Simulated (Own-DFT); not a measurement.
# How strain changes the stress of wurtzite GaN, 72 atoms (Ga36N36)

Source: density functional calculations with Own-DFT, an unreviewed in-house program that is no longer used. Nothing was measured or relaxed, and spin and spin-orbit coupling are left out.

Settings: PBE; PseudoDojo norm-conserving scalar-relativistic files (stringent for Ga); cutoff 96 hartree; 4 x 4 x 3 k mesh centred on Gamma; Gaussian smearing of 0.01 eV.

Keep in mind: forces not confirmed at this smearing and k mesh; stress not checked against mesh or cutoff.

Unstrained cell vectors in Å: (9.567, 0.000, 0.000); (-4.783, 8.285, 0.000); (0.000, 0.000, 10.370). The unstrained cell has measured lattice constants (interpolated for alloys), not those of this functional. That, the random moves and any unrelaxed bonds set the pressure at no strain. Each run strains this cell uniformly, with the atoms carried along. Each atom got a random Gaussian move of width 0.05 Å along each axis. Strain is the symmetric tensor, in per cent. Stress is positive in tension, and the pressure is minus a third of its trace.

```
run,e_xx (%),e_yy (%),e_zz (%),e_yz (%),e_xz (%),e_xy (%),s_xx (GPa),s_yy (GPa),s_zz (GPa),s_yz (GPa),s_xz (GPa),s_xy (GPa),P (GPa),E (meV/atom)
1,1.24,-0.56,1.98,-0.43,1.74,0.22,-1.13,-6.33,1.46,-0.81,2.55,0.20,2.00,0.1
2,1.15,-0.66,1.16,0.30,1.90,-0.92,-2.32,-8.10,-2.30,-0.07,4.00,-1.87,4.24,8.4
3,1.68,-1.05,-0.49,1.65,-1.55,-1.64,-3.76,-8.22,-9.26,3.35,-2.51,-6.12,7.08,18.3
4,0.55,0.63,1.79,-1.36,-1.85,1.85,-2.17,-4.10,0.49,-2.08,-3.66,5.76,1.93,14.2
5,-1.28,-1.01,1.24,0.01,-1.31,-0.12,-13.46,-10.67,-4.78,0.29,-2.67,-1.59,9.64,31.7
6,0.94,1.68,-0.01,0.83,1.15,-0.03,-0.55,-0.02,-6.22,1.61,2.03,-0.26,2.27,0.7
7,0.72,-0.22,-1.32,-0.13,1.43,1.87,-4.06,-8.93,-13.23,-1.41,3.92,5.65,8.74,7.3
8,-1.36,0.81,1.43,1.33,-1.64,-1.04,-9.56,-4.32,-2.57,3.61,-4.34,-3.10,5.48,0.0
9,0.11,1.96,-0.21,0.16,-0.49,-1.33,-4.10,0.47,-6.99,1.09,-0.30,-2.26,3.54,4.3
10,0.97,-0.14,1.13,-1.11,-0.64,0.30,-1.19,-6.61,-2.24,-2.75,-0.45,1.40,3.35,1.9
11,-1.98,-1.25,-0.93,-1.71,-1.42,-1.85,-18.31,-16.22,-15.96,-2.75,-3.31,-5.58,16.83,59.2
12,-0.84,-1.43,-1.96,0.09,-0.47,1.22,-13.32,-16.78,-19.73,0.01,-0.91,6.01,16.61,46.6
13,1.65,1.20,1.37,1.19,1.81,0.44,1.90,-1.65,0.49,2.59,3.75,2.25,-0.25,5.1
14,0.11,-1.51,0.66,1.01,-0.41,-0.11,-6.46,-17.58,-5.26,2.86,-0.71,-0.89,9.77,36.5
15,1.51,-0.84,-1.54,1.57,1.58,-1.13,?,?,?,?,?,?,?,?
```

The last column gives the free energy per atom over the lowest of the runs shown.

## Analysis

Least squares on the runs shown: each stress against a constant and the strains, taken as fractions with shears doubled. Shear strains stay in the fit of a normal stress only where such slopes are resolved. The slopes, in GPa:

```
stress  at no strain  per e_xx  per e_yy  per e_zz  scatter
  s_xx          -6.8  403 ± 27  142 ± 27   79 ± 25     1.08
  s_yy          -7.9  112 ± 44  416 ± 44   73 ± 42     1.77
  s_zz          -8.3  113 ± 12   75 ± 12  452 ± 12     0.50
```

The slope of each shear stress on twice its own strain, from a fit on all six strains: yz 106 ± 8, xz 93 ± 7, xy 155 ± 14 GPa. These are stiffnesses along x, y and z of the frame in which the cell vectors are given, with the crystal's c axis along z: C11, C12, C13 and C33. Hexagonal symmetry asks that xx and yy behave alike, which is a second check on the noise. The atoms are held to the strained lattice; where symmetry lets them move under strain, relaxing them would lower some slopes. Symmetry asks for nearly equal slopes across the diagonal; the mismatch is a measure of noise. A ninth of the table's sum, 207 ± 5 GPa, estimates the bulk modulus near the mean pressure of these runs, 6.5 GPa, so it lies above the value at zero pressure.

## Check

The question: what normal stresses and pressure should run 15 give?

From the fit: s_xx = -3.2, s_yy = -10.8, s_zz = -14.1 and P = 9.4 GPa. The run itself gave -3.30, -9.55, -14.07 and P = 8.98 GPa.
